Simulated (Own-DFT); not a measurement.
# Biaxial strain at fixed height in wurtzite GaN, 72 atoms (Ga36N36)

The numbers are computed, not measured, by runs of the plane-wave DFT program Own-DFT (in-house, retired, unreviewed) at fixed positions, with no spin and no spin-orbit coupling.

Settings: PBE; PseudoDojo norm-conserving scalar-relativistic files (stringent for Ga); cutoff 96 hartree; 4 x 4 x 3 k mesh centred on Gamma; Gaussian smearing of 0.01 eV.

Known weak points: forces not confirmed at this smearing and k mesh; stress not checked against mesh or cutoff.

Unstrained cell vectors in Å: (9.567, 0.000, 0.000); (-4.784, 8.285, 0.000); (0.000, 0.000, 10.370). The unstrained cell has measured lattice constants (interpolated for alloys), not those of this functional. That, the random moves and any unrelaxed bonds set the pressure at no strain. Each run strains x and y alike by e, as a substrate would, and holds the height along z. Each atom got a random Gaussian move of width 0.05 Å along each axis. Stress is positive in tension.

```
e (%)  u (Å)  (s_xx + s_yy)/2 (GPa)  s_zz (GPa)
-2.75  0.051                 -24.71      -12.16
-2.50  0.048                 -20.88      -12.36
-2.25  0.047                 -19.27      -11.44
-0.50  0.051                  -9.67       -7.96
 0.25  0.050                  -6.39       -5.71
 1.25  0.049                      ?           ?
 1.50  0.053                  -0.04       -5.40
 2.00  0.053                   2.64       -5.05
 2.25  0.047                   3.78       -3.88
 2.50  0.051                   5.11       -6.28
```

## Working it out

With e as a fraction, the in-plane stress is -7.2 + 531 e - 1949 e² GPa (errors 14 and 1107, scatter 0.81), and s_zz is -7.9 + 147 e GPa (slope ± 19, scatter 1.15). At e = 0 the first slope is C11 + C12 and the second 2 C13, both with the ions held to the strained lattice and at the cell's own pressure. A free layer would change its height as e changes, and the in-plane slope would drop by 2 C13²/C33 to the biaxial modulus. At fixed height, a misfit of 1 % moves the in-plane stress by about 5.3 GPa and s_zz by 1.5 GPa.

## Prediction

The question: what are the two stresses at e = 1.25 %?

Estimate: -0.9 and -6.1 GPa. DFT gave -0.61 and -5.87 GPa.
